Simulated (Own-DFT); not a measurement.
## Calculated data, Si₃N₄ (beta silicon nitride, strained, atoms displaced), AlN (wurtzite, atoms displaced)

Computed with Own-DFT development build. A calculation, not a measurement: plane-wave PBE density functional theory by an unreviewed code, no spin, of a simulated periodic cell, stress positive in tension, free energy of the whole cell less one offset for each atom, forces on such cells moved up to 12 meV/angstrom on a denser k mesh; offsets are fitted by least squares, one for each functional and potential file, so energies compare only between cells with the same atoms and settings and are not formation energies; the far tail of each file's local potential was reset to the Coulomb form; each entry is a single point on an unrelaxed cell, so the pressure reflects the starting lattice, mostly measured values (interpolated for alloys), from which strain is counted, and rises with the displacements; printed positions are rounded, which can move forces by about a meV/angstrom; the program, named Own-DFT, is a retired in-house code; no spin-orbit coupling; before rounding, a Quantum ESPRESSO 7.3.1 run of the same cell and cutoff gave forces within 1 meV/angstrom rms on each cell, which checks the program and not the settings.

Common to all runs: functional PBE; potential files PseudoDojo norm-conserving, scalar-relativistic, standard set; wave cutoff 42 hartree; occupations Fermi-Dirac; smearing width 0.1 eV.

(1) Si₃N₄ (beta silicon nitride, strained, atoms displaced)

```cif
# cell vector a (Å): 14.9440 0.0688 -0.0152
# cell vector b (Å): -7.4124 13.1954 0.1846
# cell vector c (Å): -0.0058 0.0782 5.8384
data_Si3N4
_symmetry_space_group_name_H-M 'P 1'
_symmetry_Int_Tables_number 1
_cell_length_a 14.9442
_cell_length_b 15.1359
_cell_length_c 5.8389
_cell_angle_alpha 88.604
_cell_angle_beta 90.112
_cell_angle_gamma 119.059
_cell_volume 1154.06
loop_
_atom_site_label
_atom_site_type_symbol
_atom_site_fract_x
_atom_site_fract_y
_atom_site_fract_z
_atom_site_occupancy
Si1 Si 0.08402 0.38055 0.13280 1
Si2 Si 0.11523 0.20023 0.13401 1
Si3 Si 0.29596 0.41087 0.13720 1
Si4 Si 0.41485 0.11401 0.36443 1
Si5 Si 0.39177 0.29879 0.38773 1
Si6 Si 0.20437 0.07931 0.37078 1
N1 N 0.17040 0.01996 0.13302 1
N2 N 0.48699 0.15147 0.12878 1
N3 N 0.34347 0.33254 0.12566 1
N4 N 0.33549 0.48867 0.38296 1
N5 N 0.01809 0.35419 0.38543 1
N6 N 0.14965 0.16656 0.38246 1
N7 N 0.16407 0.33002 0.12953 1
N8 N 0.33052 0.16679 0.36797 1
Si7 Si 0.08918 0.38700 0.62392 1
Si8 Si 0.11935 0.20620 0.63237 1
Si9 Si 0.30022 0.41207 0.63166 1
Si10 Si 0.41592 0.11440 0.88170 1
Si11 Si 0.38503 0.30101 0.86976 1
Si12 Si 0.19845 0.08631 0.88202 1
N9 N 0.16578 0.01639 0.62418 1
N10 N 0.48465 0.14837 0.61111 1
N11 N 0.34882 0.33095 0.63345 1
N12 N 0.32558 0.48521 0.87147 1
N13 N 0.01236 0.34282 0.88447 1
N14 N 0.14966 0.16102 0.87797 1
N15 N 0.16441 0.33355 0.63985 1
N16 N 0.33211 0.17407 0.87002 1
Si13 Si 0.08157 0.88953 0.12848 1
Si14 Si 0.11804 0.70303 0.13006 1
Si15 Si 0.29688 0.91276 0.14189 1
Si16 Si 0.41127 0.61165 0.37528 1
Si17 Si 0.38221 0.79418 0.37300 1
Si18 Si 0.19772 0.57863 0.37154 1
N17 N 0.16427 0.51310 0.12501 1
N18 N 0.48330 0.65474 0.11624 1
N19 N 0.34547 0.83117 0.11231 1
N20 N 0.32896 0.98276 0.38109 1
N21 N 0.01289 0.84259 0.38176 1
N22 N 0.14823 0.66792 0.38412 1
N23 N 0.17011 0.83075 0.10889 1
N24 N 0.33698 0.66512 0.35988 1
Si19 Si 0.08541 0.88070 0.62016 1
Si20 Si 0.12103 0.69931 0.63446 1
Si21 Si 0.30295 0.91142 0.64012 1
Si22 Si 0.41012 0.61443 0.87805 1
Si23 Si 0.37860 0.79720 0.87967 1
Si24 Si 0.20048 0.58575 0.88523 1
N25 N 0.16315 0.50753 0.60946 1
N26 N 0.48290 0.65202 0.63245 1
N27 N 0.34425 0.82432 0.61302 1
N28 N 0.33280 0.98582 0.89202 1
N29 N 0.01574 0.85309 0.86932 1
N30 N 0.15481 0.66224 0.87541 1
N31 N 0.16308 0.83619 0.61586 1
N32 N 0.32989 0.66127 0.87902 1
Si25 Si 0.58137 0.38102 0.13473 1
Si26 Si 0.62089 0.20860 0.11475 1
Si27 Si 0.79660 0.41235 0.13300 1
Si28 Si 0.91178 0.11139 0.36322 1
Si29 Si 0.88266 0.29575 0.36827 1
Si30 Si 0.69642 0.08386 0.38473 1
N33 N 0.65857 0.01747 0.14641 1
N34 N 0.98730 0.15588 0.13610 1
N35 N 0.84652 0.33502 0.12065 1
N36 N 0.83015 0.48100 0.38797 1
N37 N 0.51660 0.35228 0.38100 1
N38 N 0.65013 0.16701 0.37158 1
N39 N 0.66505 0.33057 0.12005 1
N40 N 0.82979 0.16781 0.37526 1
Si31 Si 0.58195 0.37867 0.61780 1
Si32 Si 0.61683 0.20545 0.61567 1
Si33 Si 0.80191 0.41818 0.62959 1
Si34 Si 0.90701 0.10920 0.88627 1
Si35 Si 0.87795 0.29429 0.88216 1
Si36 Si 0.70369 0.08495 0.87754 1
N41 N 0.65650 0.01524 0.64246 1
N42 N 0.98163 0.14836 0.62821 1
N43 N 0.85464 0.33863 0.62844 1
N44 N 0.83583 0.48166 0.87436 1
N45 N 0.51241 0.34200 0.87133 1
N46 N 0.64589 0.16379 0.87853 1
N47 N 0.67445 0.33566 0.62442 1
N48 N 0.82438 0.16468 0.88146 1
Si37 Si 0.59273 0.88576 0.11125 1
Si38 Si 0.60915 0.70012 0.12235 1
Si39 Si 0.80107 0.91113 0.12155 1
Si40 Si 0.91576 0.61797 0.37790 1
Si41 Si 0.88468 0.79727 0.37736 1
Si42 Si 0.69809 0.57733 0.38203 1
N49 N 0.65965 0.51594 0.12697 1
N50 N 0.98512 0.65248 0.12187 1
N51 N 0.84494 0.83468 0.12121 1
N52 N 0.83525 0.98336 0.36946 1
N53 N 0.51867 0.84422 0.36894 1
N54 N 0.65090 0.67089 0.38159 1
N55 N 0.66526 0.83322 0.12241 1
N56 N 0.83423 0.66446 0.35810 1
Si43 Si 0.58314 0.88461 0.60924 1
Si44 Si 0.61110 0.69585 0.62125 1
Si45 Si 0.80060 0.91517 0.61675 1
Si46 Si 0.91936 0.60902 0.86734 1
Si47 Si 0.88929 0.79681 0.87766 1
Si48 Si 0.70020 0.58549 0.88030 1
N57 N 0.65963 0.51422 0.64203 1
N58 N 0.98668 0.65293 0.62217 1
N59 N 0.85229 0.84118 0.62263 1
N60 N 0.83651 0.98121 0.88051 1
N61 N 0.51326 0.85138 0.87388 1
N62 N 0.65228 0.66644 0.86736 1
N63 N 0.66933 0.83148 0.61611 1
N64 N 0.83717 0.66854 0.87743 1
```

```
k mesh                            : 2 x 2 x 4 centred on Gamma
free energy of cell above offsets : -8.512 eV
pressure                          : 9.82 GPa
stress xx                         : -13.13 GPa
stress yy                         : -7.68 GPa
stress zz                         : -8.66 GPa
stress yz                         : 3.67 GPa
stress xz                         : -0.2 GPa
stress xy                         : 2.4 GPa
```

Force:
```tsv
element	x (eV/Å)	y (eV/Å)	z (eV/Å)
Si	0.096	-0.087	-1.08
Si	0.798	1.059	-0.73
Si	-2.271	1.266	-1.162
Si	-2.204	-0.19	1.795
Si	-5.224	-3.052	-1.961
Si	-1.789	4.585	3.334
N	-0.902	-4.089	-1.88
N	0.475	0.203	-1.545
N	3.47	-0.288	0.906
N	0.506	-3.523	-0.763
N	-1.996	-1.193	-1.476
N	1.525	-1.256	0.152
N	0.846	0.776	0.373
N	2.688	0.637	0.143
Si	-1.531	-3.629	2.272
Si	-1.724	-1.432	-0.773
Si	-2.615	0.411	0.253
Si	-2.241	1.644	-1.678
Si	0.061	-2.085	3.999
Si	3.583	0.425	-2.701
N	-0.293	-2.017	1.302
N	-0.19	0.002	1.691
N	-0.878	1.721	-3.209
N	1.456	-0.676	1.381
N	-0.614	0.802	-0.388
N	-3.329	1.967	1.126
N	2.782	0.06	-0.487
N	2.004	-3.402	0.35
Si	3.31	-1.46	-0.977
Si	-0.791	0.523	-0.675
Si	-0.675	-0.718	-1.278
Si	1.202	2.802	0.376
Si	2.582	-1.147	-2.267
Si	0.981	3.131	-0.275
N	-0.634	-1.141	0.41
N	-0.247	-1.589	1.31
N	-0.528	0.783	3.598
N	1.184	0.689	0.658
N	-0.125	0.974	-1.616
N	2.823	-2.176	-1.291
N	-2.799	1.247	0.698
N	-3.617	-0.148	0.67
Si	-1.105	3.07	1.094
Si	-2.934	3.069	-1.103
Si	-3.551	0.408	-0.652
Si	0.164	-0.483	-0.762
Si	3.917	-2.554	-1.928
Si	3.966	-2.719	-2.505
N	-0.318	4.224	3.203
N	-0.123	-1.038	-1.343
N	-1.179	1.489	2.016
N	1.029	-0.27	-1.601
N	0.991	1.027	1.759
N	-3.475	1.918	1.443
N	5.783	-2.556	0.822
N	-1.665	2.308	-0.278
Si	2.181	1.073	-3.833
Si	0.235	-2.869	1.307
Si	-1.224	0.501	0.024
Si	-1.324	1.544	4.03
Si	0.482	0.479	2.27
Si	0.989	1.766	0.461
N	0.742	-1.701	-2.838
N	-0.935	-1.343	-2.902
N	0.904	-0.391	1.292
N	0.414	3.372	-3.726
N	-0.14	-0.134	-0.786
N	-0.462	0.499	-0.032
N	-1.246	3.525	0.551
N	1.062	-1.663	-0.088
Si	3.83	1.965	4.122
Si	0.997	-0.324	0.979
Si	0.698	-3.302	1.159
Si	0.805	2.741	-1.586
Si	1.92	0.229	-1.591
Si	-3.868	-0.662	2.021
N	0.546	-0.771	-1.8
N	0.136	-0.349	0.131
N	-0.135	-0.285	-0.873
N	-0.001	1.35	1.421
N	0.628	1.191	1.236
N	0.638	-0.09	-1.828
N	-3.297	-0.467	-0.232
N	3.83	0.698	0.124
Si	-2.884	0.537	1.129
Si	2.606	1.923	-0.32
Si	-4.636	0.59	1.308
Si	-0.203	-1.278	-1.068
Si	-2.449	-1.362	-0.089
Si	-0.307	3.943	-0.147
N	-0.017	-2.638	1.172
N	1.533	-0.677	-0.121
N	5.606	-3.051	0.535
N	-0.043	0.668	-1.25
N	-3.036	-0.183	-1.257
N	2.004	-2.817	-2.713
N	2.814	-0.566	-0.454
N	-2.025	0.16	1.121
Si	2.592	-0.926	2.891
Si	-0.577	3.524	1.167
Si	-2.462	-0.953	1.574
Si	-3.383	1.632	1.745
Si	-3.697	-0.698	-0.679
Si	1.601	2.238	-0.402
N	0.141	-2.043	-1.65
N	1.633	-0.283	0.06
N	3.594	-2.32	0.249
N	-0.491	1.137	-1.668
N	-0.608	-0.093	-0.751
N	-0.923	-0.145	1.998
N	-1.646	0.896	0.377
N	0.198	-2.101	-0.521
```

(2) AlN (wurtzite, atoms displaced)

```cif
# cell vector a (Å): 9.3360 0.0000 0.0000
# cell vector b (Å): -4.6680 8.0852 0.0000
# cell vector c (Å): 0.0000 0.0000 9.9640
data_AlN
_symmetry_space_group_name_H-M 'P 1'
_symmetry_Int_Tables_number 1
_cell_length_a 9.3360
_cell_length_b 9.3360
_cell_length_c 9.9640
_cell_angle_alpha 90.000
_cell_angle_beta 90.000
_cell_angle_gamma 120.000
_cell_volume 752.12
loop_
_atom_site_label
_atom_site_type_symbol
_atom_site_fract_x
_atom_site_fract_y
_atom_site_fract_z
_atom_site_occupancy
Al1 Al 0.11086 0.22144 0.00160 1
Al2 Al 0.22041 0.10706 0.25151 1
N1 N 0.11352 0.21894 0.19099 1
N2 N 0.22373 0.11175 0.43828 1
Al3 Al 0.11035 0.22379 0.50305 1
Al4 Al 0.22025 0.10888 0.75016 1
N3 N 0.11429 0.22573 0.68812 1
N4 N 0.22365 0.11060 0.94195 1
Al5 Al 0.11092 0.55470 0.99996 1
Al6 Al 0.22444 0.44085 0.25102 1
N5 N 0.11074 0.55488 0.19000 1
N6 N 0.22549 0.44930 0.43982 1
Al7 Al 0.11057 0.55698 0.49846 1
Al8 Al 0.22279 0.44553 0.75321 1
N7 N 0.11757 0.55621 0.69102 1
N8 N 0.22035 0.44781 0.94044 1
Al9 Al 0.11201 0.88960 0.99892 1
Al10 Al 0.21475 0.77407 0.24951 1
N9 N 0.11709 0.89390 0.18993 1
N10 N 0.22147 0.77706 0.44256 1
Al11 Al 0.10941 0.88981 0.50144 1
Al12 Al 0.22648 0.77850 0.75021 1
N11 N 0.11149 0.89436 0.69318 1
N12 N 0.22181 0.77685 0.94156 1
Al13 Al 0.43906 0.21701 0.99908 1
Al14 Al 0.55731 0.11071 0.24765 1
N13 N 0.44237 0.22097 0.18880 1
N14 N 0.55614 0.11228 0.44018 1
Al15 Al 0.44412 0.22408 0.50257 1
Al16 Al 0.55436 0.10728 0.75070 1
N15 N 0.44744 0.22439 0.69427 1
N16 N 0.55378 0.10883 0.94313 1
Al17 Al 0.44654 0.55469 0.00013 1
Al18 Al 0.55467 0.44495 0.24672 1
N17 N 0.45058 0.55639 0.19108 1
N18 N 0.55379 0.43954 0.43816 1
Al19 Al 0.44356 0.55438 0.50058 1
Al20 Al 0.55591 0.44397 0.75051 1
N19 N 0.44747 0.55712 0.69208 1
N20 N 0.55676 0.44533 0.93965 1
Al21 Al 0.44135 0.88917 0.99924 1
Al22 Al 0.55321 0.77644 0.25237 1
N21 N 0.44350 0.88848 0.18661 1
N22 N 0.55594 0.77425 0.44346 1
Al23 Al 0.44597 0.89148 0.50145 1
Al24 Al 0.55664 0.77559 0.75002 1
N23 N 0.44699 0.89071 0.68904 1
N24 N 0.55781 0.77533 0.93952 1
Al25 Al 0.77806 0.22302 0.99654 1
Al26 Al 0.89065 0.11201 0.25309 1
N25 N 0.77369 0.21805 0.19105 1
N26 N 0.88667 0.10546 0.44259 1
Al27 Al 0.77898 0.21996 0.49945 1
Al28 Al 0.88842 0.11238 0.74924 1
N27 N 0.77355 0.21852 0.69231 1
N28 N 0.89078 0.10995 0.94070 1
Al29 Al 0.77466 0.55271 0.99682 1
Al30 Al 0.89006 0.44539 0.25175 1
N29 N 0.76894 0.55069 0.19298 1
N30 N 0.88661 0.44578 0.44167 1
Al31 Al 0.78080 0.55884 0.50128 1
Al32 Al 0.89168 0.44459 0.75038 1
N31 N 0.77591 0.55602 0.69011 1
N32 N 0.89003 0.44439 0.93854 1
Al33 Al 0.77802 0.88981 0.99996 1
Al34 Al 0.88795 0.77825 0.25183 1
N33 N 0.78168 0.89106 0.19129 1
N34 N 0.89128 0.78061 0.44339 1
Al35 Al 0.77644 0.88882 0.50072 1
Al36 Al 0.88385 0.77287 0.74790 1
N35 N 0.77872 0.89115 0.69401 1
N36 N 0.88509 0.77785 0.94110 1
```

```
k mesh                            : 3 x 3 x 2 centred on Gamma
free energy of cell above offsets : -35.001 eV
pressure                          : 3.81 GPa
stress xx                         : -3.12 GPa
stress yy                         : -4.33 GPa
stress zz                         : -3.97 GPa
stress yz                         : -0.2 GPa
stress xz                         : -0.2 GPa
stress xy                         : -0.1 GPa
```

Force:
```tsv
element	x (eV/Å)	y (eV/Å)	z (eV/Å)
Al	0.105	0.149	-0.23
Al	0.607	0.871	-0.188
N	-0.686	0.434	0.194
N	-0.468	-0.024	0.938
Al	0.535	-0.006	-0.926
Al	0.16	0.967	0.216
N	-0.286	-0.26	0.886
N	-0.806	-0.032	-0.51
Al	-0.284	0.285	0.099
Al	-0.081	0.483	-0.382
N	0.109	-0.434	0.228
N	-0.453	-0.819	0.122
Al	0.273	-0.136	0.304
Al	0.62	-0.034	-0.497
N	-1.067	0.068	-0.198
N	0.9	-0.712	0.505
Al	-0.457	-0.351	-0.007
Al	1.156	0.681	0.142
N	-0.914	-1.371	-0.035
N	-0.177	0.344	-0.236
Al	0.61	0.374	0.07
Al	-0.627	0.131	-0.114
N	0.39	-1.391	-0.289
N	-0.216	-0.018	-0.35
Al	0.691	0.88	0.297
Al	-0.961	-0.174	0.225
N	0.137	-0.037	0.129
N	0.108	-0.162	0.091
Al	0.354	-0.352	-0.317
Al	-0.317	0.537	0.24
N	-0.326	-0.616	-0.294
N	0.107	0.258	-0.606
Al	-0.312	0.233	-0.044
Al	0.051	-1.149	0.758
N	-1.328	0.008	-0.23
N	-0.081	1.01	0.524
Al	0.586	-0.227	0.091
Al	-0.159	0.061	0.008
N	-0.31	-0.492	-0.178
N	-0.258	-0.772	0.073
Al	0.967	-0.485	0.035
Al	0.308	0.431	-0.469
N	-0.113	-0.462	0.994
N	-0.473	0.549	-0.251
Al	0.018	-0.281	-0.594
Al	-0.144	0.424	0.116
N	0.007	-0.5	0.466
N	-0.807	0.365	0.238
Al	0.119	-0.422	0.587
Al	-0.127	-0.204	-0.63
N	0.993	0.922	-0.186
N	0.091	1.076	-0.038
Al	-0.693	0.214	0.126
Al	0.459	-0.08	0.234
N	0.5	0.715	-0.263
N	-0.338	0.476	-0.124
Al	0.231	0.505	0.719
Al	-0.66	-0.488	-0.441
N	1.746	1.027	-0.619
N	0.789	-0.293	0.156
Al	-0.816	-0.603	-0.447
Al	-0.216	-0.002	-0.537
N	0.729	-0.399	0.104
N	-0.206	0.065	0.296
Al	-0.09	-0.157	0.184
Al	0.267	-0.192	-0.464
N	-0.572	-0.184	0.256
N	-0.272	-0.298	-0.245
Al	0.182	-0.448	0.463
Al	0.257	1.059	0.645
N	0.045	-0.252	-0.688
N	0.891	-0.284	-0.129
```

(3) AlN (wurtzite, atoms displaced)

```cif
# cell vector a (Å): 9.3360 0.0000 0.0000
# cell vector b (Å): -4.6680 8.0852 0.0000
# cell vector c (Å): 0.0000 0.0000 9.9640
data_AlN
_symmetry_space_group_name_H-M 'P 1'
_symmetry_Int_Tables_number 1
_cell_length_a 9.3360
_cell_length_b 9.3360
_cell_length_c 9.9640
_cell_angle_alpha 90.000
_cell_angle_beta 90.000
_cell_angle_gamma 120.000
_cell_volume 752.12
loop_
_atom_site_label
_atom_site_type_symbol
_atom_site_fract_x
_atom_site_fract_y
_atom_site_fract_z
_atom_site_occupancy
Al1 Al 0.11322 0.22079 0.99796 1
Al2 Al 0.22382 0.11308 0.25160 1
N1 N 0.11247 0.22001 0.19294 1
N2 N 0.22090 0.10999 0.43616 1
Al3 Al 0.11248 0.22876 0.49958 1
Al4 Al 0.22136 0.11025 0.75074 1
N3 N 0.11352 0.22309 0.69174 1
N4 N 0.22065 0.10805 0.94117 1
Al5 Al 0.10674 0.55347 0.99980 1
Al6 Al 0.21833 0.44105 0.25247 1
N5 N 0.11276 0.55603 0.19397 1
N6 N 0.21908 0.44291 0.44134 1
Al7 Al 0.11399 0.55171 0.50299 1
Al8 Al 0.22157 0.44276 0.75146 1
N7 N 0.11172 0.55353 0.69075 1
N8 N 0.22592 0.44844 0.94307 1
Al9 Al 0.11479 0.89220 0.00214 1
Al10 Al 0.22041 0.77882 0.25070 1
N9 N 0.11414 0.89034 0.19045 1
N10 N 0.22122 0.77821 0.43950 1
Al11 Al 0.11346 0.89055 0.49670 1
Al12 Al 0.22402 0.77685 0.74665 1
N11 N 0.11167 0.88942 0.69253 1
N12 N 0.22493 0.78020 0.94332 1
Al13 Al 0.44683 0.22461 0.99957 1
Al14 Al 0.55190 0.10763 0.24631 1
N13 N 0.44195 0.22126 0.19045 1
N14 N 0.55306 0.10802 0.44288 1
Al15 Al 0.44437 0.22257 0.49777 1
Al16 Al 0.55480 0.11206 0.74798 1
N15 N 0.44383 0.22362 0.69241 1
N16 N 0.55593 0.11284 0.93953 1
Al17 Al 0.44416 0.55569 0.00067 1
Al18 Al 0.55444 0.44325 0.25348 1
N17 N 0.44618 0.55495 0.19190 1
N18 N 0.55576 0.44243 0.44101 1
Al19 Al 0.44161 0.55598 0.49787 1
Al20 Al 0.55526 0.44554 0.75026 1
N19 N 0.44342 0.55542 0.69049 1
N20 N 0.56281 0.44836 0.94070 1
Al21 Al 0.44677 0.88958 0.99997 1
Al22 Al 0.55833 0.78069 0.24699 1
N21 N 0.44144 0.88919 0.19243 1
N22 N 0.56006 0.77816 0.44150 1
Al23 Al 0.44522 0.88854 0.50258 1
Al24 Al 0.55736 0.78014 0.75156 1
N23 N 0.44402 0.89337 0.68978 1
N24 N 0.55669 0.78180 0.94482 1
Al25 Al 0.78092 0.22422 0.00280 1
Al26 Al 0.89006 0.11234 0.25010 1
N25 N 0.77657 0.21821 0.18977 1
N26 N 0.89129 0.10911 0.43661 1
Al27 Al 0.77826 0.22445 0.49884 1
Al28 Al 0.88778 0.11073 0.75074 1
N27 N 0.78140 0.22210 0.69117 1
N28 N 0.88969 0.10598 0.94162 1
Al29 Al 0.77569 0.55368 0.99994 1
Al30 Al 0.89009 0.44508 0.24956 1
N29 N 0.77647 0.55360 0.19035 1
N30 N 0.89145 0.44779 0.44117 1
Al31 Al 0.77767 0.55662 0.49753 1
Al32 Al 0.89081 0.44213 0.75276 1
N31 N 0.77660 0.55342 0.69413 1
N32 N 0.88892 0.44120 0.94104 1
Al33 Al 0.77916 0.89138 0.99633 1
Al34 Al 0.89009 0.77904 0.25161 1
N33 N 0.77485 0.88656 0.19070 1
N34 N 0.88716 0.77961 0.44265 1
Al35 Al 0.77587 0.89078 0.49625 1
Al36 Al 0.88528 0.77740 0.75359 1
N35 N 0.78295 0.89296 0.69079 1
N36 N 0.88821 0.77890 0.93884 1
```

```
k mesh                            : 3 x 3 x 2 centred on Gamma
free energy of cell above offsets : -35.026 eV
pressure                          : 3.79 GPa
stress xx                         : -3.7 GPa
stress yy                         : -4.1 GPa
stress zz                         : -3.58 GPa
stress yz                         : 0.17 GPa
stress xz                         : -0.2 GPa
stress xy                         : -0.02 GPa
```

Force:
```tsv
element	x (eV/Å)	y (eV/Å)	z (eV/Å)
Al	-0.2	0.239	0.526
Al	-0.021	-0.443	-0.588
N	-0.484	0.359	-0.6
N	-0.027	0.668	1.106
Al	0.46	-1.704	0.248
Al	0.22	-0.18	-0.126
N	-0.439	-0.02	-0.152
N	0.339	0.903	-0.054
Al	0.797	0.799	0.43
Al	0.561	0.45	-0.742
N	-0.296	-0.235	-0.522
N	0.63	0.475	-0.164
Al	-1.269	0.978	-0.484
Al	0.253	0.242	0.145
N	0.081	0.08	0.313
N	-0.405	-0.765	-0.288
Al	-0.283	-0.78	-0.453
Al	0.42	-0.246	-0.087
N	-0.649	-0.051	0.314
N	0.582	-0.445	0.581
Al	-0.54	-0.205	0.843
Al	-0.693	0.261	0.793
N	-0.065	-0.288	-0.499
N	-0.143	-0.586	-0.544
Al	-0.202	-0.159	-0.108
Al	0.1	0.471	0.72
N	0.454	0.3	-0.022
N	0.291	0.523	-0.518
Al	-0.133	-0.416	0.532
Al	0.151	0.458	0.285
N	-0.016	-0.035	-0.432
N	0.437	0.003	0.228
Al	0.547	0.29	0.264
Al	0.156	0.057	-0.709
N	-0.561	-0.053	0.228
N	-0.467	0.331	0.186
Al	0.773	0.012	0.301
Al	0.199	-0.093	-0.113
N	-0.086	0.364	0.028
N	-1.408	-0.604	-0.063
Al	-0.689	0.312	0.258
Al	-0.524	-0.529	0.399
N	0.495	-0.332	-0.354
N	-1.228	-0.259	-0.323
Al	-0.114	-0.156	-0.76
Al	-0.045	0.027	-0.23
N	0.759	-0.719	0.319
N	0.287	-0.626	-0.763
Al	-0.14	-0.897	-0.638
Al	0.19	-0.61	-0.451
N	-0.214	0.603	0.444
N	-0.668	0.871	0.773
Al	0.207	-0.349	-0.045
Al	0.593	0.118	-0.033
N	-0.542	-0.007	-0.22
N	-0.402	1.456	-0.186
Al	0.683	0.794	0.09
Al	-0.136	-0.185	0.134
N	0.169	0.204	0.263
N	0.081	-0.416	-0.062
Al	0.183	0.142	0.867
Al	-0.609	0.301	-0.58
N	0.271	0.176	-0.541
N	-0.208	0.35	0.222
Al	0.241	-0.824	0.969
Al	-0.149	-0.133	-0.328
N	0.68	0.624	-0.297
N	0.451	-0.165	-0.383
Al	0.877	0.055	0.808
Al	0.89	-0.034	-0.946
N	-0.873	-0.515	-0.179
N	0.42	-0.23	0.969
```
